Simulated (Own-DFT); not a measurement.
# Computed records: SiC (4H silicon carbide, strained, atoms displaced), GaP (zincblende, strained, atoms displaced), GaN (wurtzite, strained, atoms displaced)

A calculation, not a measurement: plane-wave PBE density functional theory by an unreviewed code, no spin, of a simulated periodic cell, stress positive in tension, free energy of the whole cell less one offset for each atom, forces on such cells passed a denser k mesh, this cell's mesh not checked; offsets are fitted by least squares, one for each functional and potential file, so energies compare only between cells with the same atoms and settings and are not formation energies; the far tail of each file's local potential was reset to the Coulomb form; each entry is a single point on an unrelaxed cell, so the pressure reflects the starting lattice, mostly measured values (interpolated for alloys), from which strain is counted, and rises with the displacements; printed positions are rounded, which can move forces by about a meV/angstrom; the program, named Own-DFT, is a retired in-house code; no spin-orbit coupling. Program: Own-DFT development build.

Settings shared by all entries: functional PBE.

(1) SiC (4H silicon carbide, strained, atoms displaced)

```
cell vectors (Å)
   9.3875    -0.1760     0.0419
  -4.8462     8.0783    -0.0139
   0.0456     0.0089    10.0448
atoms (fractions of the cell vectors)
Si  0.99735  0.99533  0.40184
Si  0.12120  0.23322  0.16719
C   0.98795  0.98846  0.09388
C   0.10959  0.21727  0.35120
Si  0.00162  0.33117  0.41616
Si  0.10572  0.55083  0.15202
C   0.99528  0.33075  0.09816
C   0.12174  0.55945  0.34386
Si  0.00084  0.67778  0.40753
Si  0.11208  0.88504  0.15571
C   0.98647  0.64992  0.09384
C   0.11559  0.89106  0.33910
Si  0.33817  0.01134  0.39791
Si  0.44121  0.22492  0.15852
C   0.33558  0.00050  0.08840
C   0.45283  0.22091  0.34630
Si  0.32580  0.32594  0.41260
Si  0.44253  0.55491  0.15494
C   0.32712  0.32764  0.08670
C   0.43606  0.55113  0.34543
Si  0.33298  0.66991  0.41040
Si  0.43748  0.88212  0.16637
C   0.34857  0.67790  0.10158
C   0.44992  0.89356  0.35140
Si  0.66767  0.99552  0.40097
Si  0.77673  0.24013  0.16445
C   0.67108  0.00093  0.09287
C   0.77888  0.21739  0.33312
Si  0.67287  0.33826  0.40325
Si  0.78001  0.56497  0.15720
C   0.66153  0.33787  0.08978
C   0.79236  0.55692  0.34623
Si  0.66310  0.66889  0.40690
Si  0.76715  0.88659  0.15851
C   0.66881  0.66788  0.09772
C   0.77106  0.88540  0.34858
Si  0.00076  0.99246  0.90208
Si  0.88912  0.78068  0.66084
C   0.99701  0.99597  0.59780
C   0.88913  0.77907  0.83738
Si  0.00862  0.67442  0.91479
Si  0.88795  0.44201  0.65515
C   0.00163  0.66953  0.59701
C   0.89711  0.45041  0.83936
Si  0.00362  0.33310  0.91286
Si  0.88992  0.11488  0.65374
C   0.99547  0.33323  0.59375
C   0.88801  0.10301  0.83651
Si  0.66177  0.99301  0.90423
Si  0.55204  0.77762  0.65358
C   0.65936  0.98910  0.59906
C   0.55648  0.77492  0.83932
Si  0.65808  0.65981  0.90444
Si  0.56147  0.44653  0.65774
C   0.65715  0.66644  0.59344
C   0.54524  0.44136  0.84468
Si  0.66331  0.32042  0.90493
Si  0.55671  0.10768  0.65537
C   0.66692  0.33629  0.59985
C   0.55767  0.11273  0.84321
Si  0.33292  0.99453  0.90979
Si  0.23059  0.78807  0.65487
C   0.32854  0.99089  0.59979
C   0.22264  0.77688  0.83559
Si  0.32914  0.65979  0.90579
Si  0.23317  0.45852  0.66393
C   0.34363  0.67601  0.58926
C   0.22739  0.45423  0.83254
Si  0.32486  0.33054  0.91062
Si  0.22995  0.11661  0.66004
C   0.33561  0.32375  0.59562
C   0.21275  0.11086  0.83884
```

- potential files: PseudoDojo norm-conserving, scalar-relativistic, standard set
- wave cutoff: 42 hartree
- occupations: Fermi-Dirac
- smearing width: 0.1 eV
- hardware: one NVIDIA H100
- k mesh: 4 x 4 x 3 centred on Gamma
- free energy of cell above offsets: -4.722 eV
- pressure: 3.54 GPa
- stress xx: 4.44 GPa
- stress yy: -5.96 GPa
- stress zz: -9.11 GPa
- stress yz: 0.84 GPa
- stress xz: 1.27 GPa
- stress xy: -8.23 GPa
- wall time: 381.7 s

Force:
```
element  x (eV/Å)  y (eV/Å)  z (eV/Å)
     Si     0.119    -0.341     1.607
     Si    -2.074    -2.678    -1.655
      C     1.515     1.386     0.412
      C    -0.424     0.493    -0.263
     Si    -0.383     0.928    -2.736
     Si     1.123     0.907     1.626
      C     1.292     0.481    -0.226
      C     -2.21    -0.699     0.106
     Si     2.899    -1.121     1.124
     Si    -1.339     0.143    -1.129
      C     2.271     2.739     0.326
      C     -0.57     0.797     0.483
     Si     0.867    -3.096      2.74
     Si     0.622    -0.417    -1.045
      C    -0.278    -0.555     2.379
      C    -1.942     2.282    -1.043
     Si      1.24     1.114     -0.21
     Si     0.463    -0.063     0.737
      C      0.31     1.189     2.778
      C     0.761    -0.122    -0.026
     Si     0.696     -0.23    -1.279
     Si      1.23     3.041    -1.267
      C    -1.969     -3.28    -2.349
      C     -1.54    -0.416    -0.866
     Si    -0.394     1.064     1.695
     Si     0.584    -2.507    -4.402
      C    -1.828     0.558      0.62
      C      -0.1     0.845     5.196
     Si     0.938    -0.648     1.357
     Si    -1.125    -1.859     0.284
      C     0.365     0.077     1.276
      C    -3.253     0.301    -0.981
     Si     0.419     -1.56     0.327
     Si      0.96     0.722     -0.46
      C    -0.819    -0.512    -0.693
      C     0.833     0.311     -1.12
     Si    -2.314     0.649     0.866
     Si     0.013    -0.947    -2.014
      C     0.357     1.359    -1.659
      C     0.269    -1.638     2.993
     Si     -1.33    -1.456     -3.28
     Si     0.237     1.223     0.232
      C    -0.116     0.099    -0.734
      C    -0.302    -0.954     1.995
     Si    -1.059    -0.772    -2.287
     Si     0.372    -1.531     0.221
      C     0.998     0.647     1.052
      C    -0.131     1.149     2.059
     Si     0.759     0.961     0.278
     Si     1.511    -0.632      0.93
      C     0.375     3.139    -1.996
      C    -0.762    -0.595     0.942
     Si     0.999     1.111     0.152
     Si     -1.17    -0.196    -0.017
      C     1.575    -0.067     0.125
      C     1.438     -0.72     0.351
     Si    -0.265     3.368    -0.264
     Si    -0.374     0.017     0.021
      C     0.494    -0.828    -1.632
      C     0.105    -2.128    -0.009
     Si    -0.365     0.947    -2.317
     Si    -0.642    -3.667    -0.274
      C    -0.074     4.325    -2.316
      C     0.764     0.125     2.939
     Si     0.434      2.69     0.318
     Si    -0.226    -1.701     -4.94
      C    -1.914    -1.236      1.39
      C    -0.001     -2.12      5.57
     Si     0.382     -0.13    -3.168
     Si     -0.82    -2.621    -0.963
      C    -0.815     2.583    -0.054
      C     2.342     0.269     2.171
```

(2) GaP (zincblende, strained, atoms displaced)

```
cell vectors (Å)
  10.8620     0.0000     0.0000
   0.0000    10.8620     0.0000
   0.0000     0.0000    10.9439
atoms (fractions of the cell vectors)
Ga  0.99640  0.00238  0.00142
Ga  0.00153  0.24970  0.25248
Ga  0.24284  0.99859  0.25195
Ga  0.24990  0.24747  0.99907
P   0.12656  0.12280  0.12663
P   0.12318  0.37729  0.36744
P   0.37541  0.12001  0.37518
P   0.37222  0.37772  0.12841
Ga  0.00168  0.99996  0.49951
Ga  0.99878  0.24822  0.75275
Ga  0.25008  0.00270  0.74870
Ga  0.25052  0.25020  0.50003
P   0.12509  0.12783  0.62700
P   0.12181  0.37485  0.87578
P   0.37027  0.12772  0.87665
P   0.37566  0.37251  0.62645
Ga  0.00132  0.50017  0.99842
Ga  0.00055  0.75626  0.25008
Ga  0.25029  0.50027  0.24660
Ga  0.24896  0.75750  0.99825
P   0.12347  0.62709  0.12530
P   0.12946  0.87232  0.36865
P   0.37372  0.62332  0.37414
P   0.37097  0.87687  0.12816
Ga  0.99650  0.49888  0.50346
Ga  0.99937  0.75041  0.74921
Ga  0.24886  0.49776  0.74911
Ga  0.25304  0.74653  0.50272
P   0.12697  0.62446  0.62202
P   0.12814  0.87947  0.87306
P   0.37509  0.62604  0.87719
P   0.37079  0.87337  0.62250
Ga  0.50137  0.99844  0.99888
Ga  0.50311  0.24967  0.25081
Ga  0.74752  0.99814  0.25626
Ga  0.74764  0.24861  0.99854
P   0.63147  0.12733  0.12482
P   0.62836  0.37818  0.37530
P   0.87615  0.12432  0.37541
P   0.87119  0.37506  0.11846
Ga  0.50007  0.00076  0.49771
Ga  0.49283  0.25148  0.75109
Ga  0.75233  0.00368  0.75243
Ga  0.75015  0.25113  0.49860
P   0.62668  0.12795  0.62329
P   0.62570  0.37623  0.87336
P   0.88008  0.12558  0.86771
P   0.87358  0.37361  0.62369
Ga  0.50110  0.49565  0.00250
Ga  0.50047  0.75165  0.24519
Ga  0.75051  0.50035  0.25707
Ga  0.74799  0.75227  0.99973
P   0.62430  0.62126  0.12464
P   0.62636  0.87129  0.37174
P   0.87629  0.62127  0.37535
P   0.87073  0.87484  0.12363
Ga  0.50109  0.49948  0.50294
Ga  0.49602  0.74881  0.74980
Ga  0.75133  0.49544  0.74019
Ga  0.74964  0.75189  0.49724
P   0.62872  0.62663  0.62531
P   0.62660  0.87542  0.87858
P   0.87305  0.62489  0.87374
P   0.87338  0.87495  0.62603
```

- potential files: PseudoDojo norm-conserving, scalar-relativistic, standard set
- wave cutoff: 42 hartree
- occupations: Fermi-Dirac
- smearing width: 0.1 eV
- hardware: one NVIDIA H100
- k mesh: 3 x 3 x 3 centred on Gamma
- free energy of cell above offsets: -35.068 eV
- pressure: 3.13 GPa
- stress xx: -3.31 GPa
- stress yy: -3.35 GPa
- stress zz: -2.73 GPa
- stress yz: 0.23 GPa
- stress xz: 0.01 GPa
- stress xy: -0.33 GPa
- wall time: 508.8 s

Force:
```
element  x (eV/Å)  y (eV/Å)  z (eV/Å)
     Ga     0.342    -0.231    -0.148
     Ga    -0.518     0.016    -0.822
     Ga      0.93      0.39    -0.315
     Ga    -0.331     0.592     0.517
      P    -0.453      0.36    -0.223
      P     0.256    -0.027     1.135
      P    -0.211     0.602    -0.287
      P     0.432     -0.85    -0.501
     Ga     0.135    -0.246     0.045
     Ga     0.412     0.687    -0.651
     Ga     0.059    -0.049    -0.072
     Ga     -0.16     0.092    -0.423
      P     -0.06    -0.125      -0.4
      P     0.417    -0.148    -0.118
      P      0.75    -0.621    -0.208
      P    -0.309     0.469    -0.411
     Ga    -0.363      0.32     0.221
     Ga    -0.406    -0.767    -0.278
     Ga    -0.336     0.524     0.251
     Ga     0.016    -0.653     0.198
      P      0.13     0.172    -0.299
      P    -0.549    -0.082      1.53
      P     0.461     0.063     0.024
      P     0.404     0.235    -0.333
     Ga     0.564    -0.038    -0.446
     Ga     0.209    -0.082     0.153
     Ga     0.116     0.242     0.238
     Ga    -0.295     0.022    -0.744
      P    -0.431    -0.119     0.426
      P    -0.751    -0.095     0.042
      P    -0.191    -0.335     0.041
      P      0.67     0.503     0.328
     Ga    -0.274     0.407     0.475
     Ga    -0.212     0.057    -0.021
     Ga     0.434     0.311    -0.625
     Ga     0.489      0.14    -0.582
      P    -0.784    -0.579      0.19
      P    -0.617    -0.501     0.296
      P    -0.053     0.032     0.085
      P     0.408     0.009      0.86
     Ga     0.303    -0.405     0.325
     Ga     0.855    -0.291     0.186
     Ga    -0.431     -0.36    -0.396
     Ga     0.057    -0.144    -0.148
      P     -0.46    -0.251     0.375
      P    -0.191    -0.259    -0.238
      P    -0.779    -0.099      1.29
      P     0.533    -0.541    -0.005
     Ga    -0.189     0.291    -0.276
     Ga    -0.244    -0.483     0.154
     Ga     0.192    -0.004    -1.144
     Ga     0.099    -0.747     0.118
      P      0.28     0.325     0.171
      P    -0.591     0.229     0.417
      P     0.195     0.887     0.096
      P     0.217     0.289     0.304
     Ga    -0.034     0.209     -0.16
     Ga     0.407     0.145     0.061
     Ga    -0.184     0.589     1.051
     Ga     0.341    -0.348     0.152
      P    -0.545     0.117    -0.158
      P    -0.345     0.124    -0.868
      P     0.028    -0.114    -0.175
      P     0.155     0.146    -0.283
```

(3) GaN (wurtzite, strained, atoms displaced)

```
cell vectors (Å)
  12.7560     0.0000     0.0000
  -4.7835     8.2853     0.0000
   0.0000     0.0000    10.6811
atoms (fractions of the cell vectors)
Ga  0.08843  0.22327  0.99660
Ga  0.17148  0.11561  0.25576
N   0.07292  0.21671  0.18085
N   0.16679  0.11168  0.43452
Ga  0.08227  0.22651  0.49310
Ga  0.16195  0.11004  0.75322
N   0.08466  0.21382  0.69379
N   0.17262  0.11951  0.94848
Ga  0.08485  0.55574  0.99675
Ga  0.17286  0.45135  0.25162
N   0.07511  0.55748  0.18391
N   0.16608  0.44612  0.41934
Ga  0.08242  0.55323  0.50045
Ga  0.16641  0.44386  0.75372
N   0.08959  0.56895  0.68955
N   0.17024  0.44696  0.93136
Ga  0.08635  0.89267  0.00116
Ga  0.16063  0.77459  0.25770
N   0.08505  0.89725  0.19025
N   0.16867  0.78397  0.43558
Ga  0.08046  0.88454  0.49678
Ga  0.17065  0.79412  0.74887
N   0.07838  0.88983  0.68465
N   0.16823  0.78975  0.93539
Ga  0.33185  0.21608  0.99674
Ga  0.41743  0.10912  0.25356
N   0.34194  0.21939  0.18748
N   0.41990  0.11319  0.43301
Ga  0.33612  0.22206  0.50424
Ga  0.41890  0.11213  0.74777
N   0.32873  0.21822  0.68927
N   0.42146  0.11805  0.93473
Ga  0.32202  0.54384  0.00000
Ga  0.42090  0.45134  0.25117
N   0.32862  0.55776  0.18870
N   0.41580  0.44711  0.43814
Ga  0.33367  0.56178  0.49649
Ga  0.41045  0.45147  0.74919
N   0.32960  0.54285  0.69397
N   0.41240  0.45070  0.94018
Ga  0.32673  0.88985  0.00086
Ga  0.41070  0.77549  0.25042
N   0.33355  0.88914  0.18048
N   0.41991  0.77470  0.44281
Ga  0.33793  0.89829  0.50047
Ga  0.41681  0.78930  0.75835
N   0.33803  0.88839  0.68646
N   0.41911  0.77277  0.94670
Ga  0.58280  0.23107  0.00108
Ga  0.66832  0.11548  0.25246
N   0.58435  0.22166  0.19368
N   0.66961  0.10657  0.43294
Ga  0.57954  0.22004  0.50152
Ga  0.66706  0.10721  0.74893
N   0.58271  0.21877  0.69322
N   0.66840  0.10953  0.93579
Ga  0.58502  0.54816  0.99911
Ga  0.65945  0.44126  0.24484
N   0.58149  0.55443  0.19164
N   0.67158  0.45231  0.43957
Ga  0.58499  0.55492  0.50340
Ga  0.65805  0.43705  0.74055
N   0.58452  0.55815  0.69349
N   0.67239  0.44931  0.93716
Ga  0.58795  0.89632  0.00159
Ga  0.67237  0.77622  0.26009
N   0.58294  0.88688  0.18636
N   0.66363  0.77951  0.44016
Ga  0.58393  0.89104  0.50589
Ga  0.66395  0.78820  0.76040
N   0.57981  0.89439  0.68892
N   0.66375  0.77564  0.93687
Ga  0.82551  0.22142  0.99047
Ga  0.91381  0.11571  0.24117
N   0.83144  0.22209  0.19291
N   0.91975  0.11869  0.43492
Ga  0.83776  0.22003  0.50132
Ga  0.91825  0.10074  0.75196
N   0.83505  0.21970  0.68826
N   0.91591  0.10397  0.93371
Ga  0.83501  0.55382  0.00013
Ga  0.90872  0.43469  0.25157
N   0.83074  0.55081  0.18748
N   0.91598  0.44065  0.43689
Ga  0.83598  0.55340  0.50042
Ga  0.91257  0.44551  0.74884
N   0.83016  0.55545  0.68764
N   0.92412  0.45017  0.93270
Ga  0.83917  0.89020  0.00462
Ga  0.91645  0.77456  0.24388
N   0.84228  0.89703  0.18361
N   0.91910  0.78531  0.43857
Ga  0.83559  0.89256  0.49721
Ga  0.90926  0.77228  0.74769
N   0.83132  0.89035  0.68650
N   0.91796  0.78100  0.94145
```

* potential files: PseudoDojo norm-conserving, scalar-relativistic, standard set with the stringent files for Ga
* wave cutoff: 96 hartree
* occupations: Gaussian
* smearing width: 0.01 eV
* k mesh: 3 x 4 x 3 centred on Gamma
* free energy of cell above offsets: -5.844 eV
* pressure: 1.4 GPa
* stress xx: -5.16 GPa
* stress yy: -3.27 GPa
* stress zz: 4.22 GPa
* stress yz: -0.23 GPa
* stress xz: -0.45 GPa
* stress xy: 0.15 GPa

Force:
```
element  x (eV/Å)  y (eV/Å)  z (eV/Å)
     Ga    -1.782     0.063     0.803
     Ga     -0.52     0.271    -1.312
      N     2.081     1.521     0.383
      N      0.25     0.286     0.987
     Ga     1.061    -0.236     0.623
     Ga     1.519    -0.552     0.361
      N    -1.734     1.728    -1.432
      N      -0.5    -1.561    -1.951
     Ga     0.022     0.575     0.562
     Ga    -2.121    -1.377    -2.775
      N     1.007    -0.142     0.193
      N    -0.016     0.238     4.192
     Ga      0.23     0.562     0.032
     Ga    -0.528    -0.124    -1.104
      N     -0.19    -1.141    -0.461
      N    -1.739    -0.724     0.737
     Ga    -0.826     0.156       0.8
     Ga      0.29      0.44    -1.783
      N     0.439    -0.801    -0.304
      N      0.57    -0.623     0.944
     Ga     0.008     1.157     0.485
     Ga    -0.032    -0.875    -0.028
      N     0.259    -0.065     0.216
      N     0.273    -1.153    -0.504
     Ga     0.951     1.838     0.974
     Ga     0.256     -0.45    -0.998
      N    -1.648     0.942    -0.107
      N     -0.41    -0.011     1.021
     Ga    -1.087       0.3    -0.378
     Ga    -0.883     0.062     0.649
      N     0.725      0.18    -0.053
      N    -0.121    -0.789    -0.137
     Ga     1.682     2.052     0.926
     Ga    -0.911    -1.041    -0.012
      N     1.434    -0.319    -0.587
      N     0.479    -0.281     0.144
     Ga     0.057    -1.488     1.026
     Ga     3.216    -1.662     1.394
      N    -2.609     2.911     -2.14
      N     1.608    -1.264    -0.256
     Ga     1.937     0.244    -0.133
     Ga     1.129     0.856    -0.282
      N    -0.673    -0.092     1.593
      N    -1.221     1.365    -0.846
     Ga     0.213    -1.353    -0.048
     Ga      1.02     -1.99     0.674
      N    -1.439     0.879    -0.375
      N    -1.395     0.787    -1.034
     Ga     0.861    -0.872     0.301
     Ga     0.029    -1.442    -0.294
      N     -0.33     -0.02    -1.119
      N    -0.809     0.722     1.412
     Ga      1.65      0.66    -0.276
     Ga     0.223     1.092     0.357
      N     0.176    -0.164    -1.352
      N    -1.694     0.454    -0.478
     Ga    -1.684     1.162     0.048
     Ga     1.146     0.352     1.193
      N     0.413     0.807    -0.875
      N    -0.315    -1.163    -0.289
     Ga    -0.527     0.429     0.276
     Ga     0.759      1.16     1.267
      N    -1.058     0.264    -0.648
      N    -0.192      -0.7    -0.525
     Ga    -0.198    -1.502     0.883
     Ga     -0.95     0.767    -1.519
      N     0.245     0.177     0.764
      N     0.985    -0.132      0.39
     Ga     0.116      0.05    -0.596
     Ga     0.866    -0.948    -1.177
      N     0.435    -0.862    -0.022
      N     0.766     0.256     1.083
     Ga     2.512     0.672     1.065
     Ga     0.725    -0.379      1.05
      N    -0.651    -0.182    -1.819
      N     0.181    -1.026    -0.421
     Ga    -1.125     0.053     0.259
     Ga    -0.622     1.131    -0.008
      N    -0.016     0.187    -0.041
      N    -0.231     1.094     0.543
     Ga     0.429     0.634     0.104
     Ga     0.581     1.274    -0.078
      N    -0.455     0.098    -0.151
      N     0.055     0.417      0.25
     Ga    -0.377     0.675    -0.078
     Ga     1.058     0.071    -0.206
      N    -0.037    -0.609    -0.351
      N    -1.107    -0.814     0.145
     Ga     -1.25    -0.235    -0.732
     Ga      0.18     0.513     0.729
      N    -1.073    -1.296     1.046
      N    -0.165    -1.372    -0.756
     Ga    -0.459     0.111     0.467
     Ga     0.266     0.659     0.638
      N    -0.294    -0.901    -0.362
      N     0.635    -0.622    -0.772
```
